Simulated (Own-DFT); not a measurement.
# Stretching a layer in its plane: wurtzite AlGaN with randomly placed atoms, 72 atoms (Al27Ga9N36)

No measurement is shown. These are fixed-geometry runs of a retired plane-wave code named Own-DFT, which no person has reviewed; spin and spin-orbit coupling are neglected.

Method: PBE; PseudoDojo norm-conserving scalar-relativistic files (stringent for Ga); cutoff 96 hartree; 4 x 4 x 3 k mesh centred on Gamma; Gaussian smearing of 0.01 eV.

Keep in mind: forces on such cells passed a denser k mesh, each cell not checked; stress not checked against mesh or cutoff.

Unstrained cell vectors in Å: (9.394, 0.000, 0.000); (-4.697, 8.135, 0.000); (0.000, 0.000, 10.066). The unstrained cell has measured lattice constants (interpolated for alloys), not those of this functional. That, the random moves and any unrelaxed bonds set the pressure at no strain. Each run strains x and y alike by e, as a substrate would, and holds the height along z. Each atom got a random Gaussian move of width 0.05 Å along each axis. The random placing of the alloy's atoms differs from row to row. Stress is positive in tension.

| e (%) | u (Å) | (s_xx + s_yy)/2 (GPa) | s_zz (GPa) |
|---|---|---|---|
| -1.75 | 0.049 | -17.30 | -9.10 |
| -1.00 | 0.051 | -12.33 | -7.58 |
| -0.75 | 0.048 | -9.11 | -9.44 |
| 0.75 | 0.050 | -3.45 | -3.50 |
| 1.00 | 0.052 | ? | ? |
| 2.00 | 0.052 | 3.64 | -5.08 |
| 2.25 | 0.054 | 4.41 | -2.62 |
| 2.50 | 0.047 | 6.60 | -2.22 |
| 2.75 | 0.049 | 8.20 | -4.52 |
| 3.00 | 0.047 | 8.27 | -1.67 |

## Working it out

With e as a fraction, the in-plane stress is -6.6 + 547 e - 1399 e² GPa (errors 31 and 1793, scatter 0.94), and s_zz is -6.7 + 145 e GPa (slope ± 28, scatter 1.43). At e = 0 the first slope is C11 + C12 and the second 2 C13, both with the ions held to the strained lattice and at the cell's own pressure. A free layer would change its height as e changes, and the in-plane slope would drop by 2 C13²/C33 to the biaxial modulus. At fixed height, a misfit of 1 % moves the in-plane stress by about 5.5 GPa and s_zz by 1.5 GPa.

## Test on the hidden row

The question: what are the two stresses at e = 1.00 %?

The fit gives -1.2 and -5.2 GPa. The calculation gave -1.42 and -4.45 GPa.
